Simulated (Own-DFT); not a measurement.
# Strain and stress in 3C SiC, 64 atoms (C32Si32)

Calculated results; nothing here was measured. The program, named Own-DFT, is a retired in-house plane-wave density functional code that no person has reviewed. Each row is one single-point run on a periodic cell that was not relaxed, without spin or spin-orbit coupling.

Settings of every run: PBE; PseudoDojo norm-conserving scalar-relativistic files; cutoff 42 hartree; 4 x 4 x 4 k mesh centred on Gamma; Fermi-Dirac smearing of 0.1 eV.

Known limits: forces on such cells passed a denser k mesh, each cell not checked; stress not checked against mesh or cutoff.

Unstrained cell vectors in Å: (8.719, 0.000, 0.000); (0.000, 8.719, 0.000); (0.000, 0.000, 8.719). The unstrained cell has measured lattice constants (interpolated for alloys), not those of this functional. That, the random moves and any unrelaxed bonds set the pressure at no strain. Each run strains this cell uniformly, with the atoms carried along. Every atom was also moved at random, by a Gaussian of width 0.05 Å on each axis. Strain is the symmetric tensor, in per cent. Stress is positive in tension, and the pressure is minus a third of its trace.

```
run,e_xx (%),e_yy (%),e_zz (%),e_yz (%),e_xz (%),e_xy (%),s_xx (GPa),s_yy (GPa),s_zz (GPa),s_yz (GPa),s_xz (GPa),s_xy (GPa),P (GPa),E (meV/atom)
1,0.99,-0.75,-0.60,-0.49,-1.63,-1.49,-3.34,-8.29,-7.68,-2.29,-9.24,-9.15,6.43,12.1
2,1.14,1.86,1.30,-0.85,-1.42,1.61,2.14,4.37,3.14,-4.54,-5.95,8.09,-3.22,4.5
3,1.40,-0.05,-1.03,-0.67,0.66,0.88,-2.17,-5.42,-7.76,-4.38,4.59,3.72,5.12,23.9
4,-0.56,-0.51,1.83,0.15,1.45,-0.28,-5.34,-5.49,0.53,2.58,6.89,-1.16,3.44,0.0
5,-1.10,-1.91,-0.43,1.55,-1.49,0.37,-13.29,-15.56,-12.14,7.92,-8.92,1.70,13.66,28.7
6,-1.10,1.65,-0.57,-0.20,-0.15,-1.92,-8.39,-1.28,-6.93,-1.46,-1.56,-9.70,5.53,18.9
7,-0.62,1.75,-0.70,-0.56,1.25,1.08,-6.48,-0.73,-6.96,-3.38,8.39,4.41,4.72,11.1
8,-0.63,-1.78,-1.51,-1.52,1.45,-0.18,-14.11,-16.83,-16.09,-10.16,7.14,0.51,15.68,55.4
9,-0.44,1.92,-0.70,-1.33,-1.78,1.66,-6.44,0.29,-6.25,-6.86,-10.84,6.42,4.14,29.0
10,-1.76,-0.79,-0.33,-0.35,1.55,-0.54,-14.11,-12.06,-11.01,-0.83,7.42,-3.81,12.39,28.8
11,-1.15,-1.91,-1.57,-0.09,-0.65,-1.14,-15.62,-17.44,-16.61,-0.97,-5.44,-4.14,16.56,34.6
12,0.48,0.49,-0.13,0.53,-1.92,1.78,-4.24,-4.54,-6.11,1.81,-10.19,10.93,4.97,42.7
13,-1.76,0.66,-0.67,0.00,-0.97,1.87,-13.41,-7.59,-10.35,0.08,-6.79,10.50,10.45,40.7
14,1.43,1.96,-0.32,1.13,0.82,-0.95,1.51,2.99,-2.02,6.28,4.12,-4.48,-0.83,18.4
15,0.94,1.69,-0.76,-1.33,-1.40,-0.71,-0.79,0.97,-4.80,-7.68,-7.19,-3.50,1.54,12.3
16,-0.30,0.83,0.97,1.34,-1.80,0.22,-4.72,-1.74,-2.02,7.59,-10.37,1.63,2.83,16.5
17,0.46,1.44,-0.99,-1.50,-1.80,1.83,-3.32,-0.74,-6.91,-8.26,-8.56,9.38,3.66,8.2
18,0.21,-0.94,-0.41,-2.00,-1.07,0.83,?,?,?,?,?,?,?,?
```

E is the free energy for each atom above the lowest run shown.

## Worked fit

Each stress component was fitted by least squares to a constant and the strains of the runs shown, as fractions, with shears doubled. Shear strains stay in the fit of a normal stress only where such slopes are resolved. The slopes, in GPa:

```
stress  at no strain  per e_xx  per e_yy  per e_zz  scatter
  s_xx          -6.0  385 ± 15  137 ± 11  156 ± 16     0.59
  s_yy          -6.0  136 ± 13  398 ± 10  150 ± 14     0.52
  s_zz          -6.0  145 ± 13  151 ± 10  393 ± 15     0.52
```

Each shear stress against twice its own strain: yz 266 ± 11, xz 280 ± 8, xy 259 ± 14 GPa. These are stiffnesses along x, y and z of the frame in which the cell vectors are given, which need not be the crystal's axes. The atoms are held to the strained lattice; where symmetry lets them move under strain, relaxing them would lower some slopes. The table should be nearly symmetric about its diagonal, and what it lacks of that shows the noise. A ninth of its sum, 228 ± 5 GPa, estimates the bulk modulus near the mean pressure of these runs, 6.3 GPa, so it lies above the value at zero pressure.

## Withheld run

Question: what normal stresses and pressure should run 18 give?

The fit gives s_xx = -7.1, s_yy = -10.1, s_zz = -8.7 and P = 8.6 GPa. The calculation gave -6.42, -9.82, -8.49 and P = 8.24 GPa.
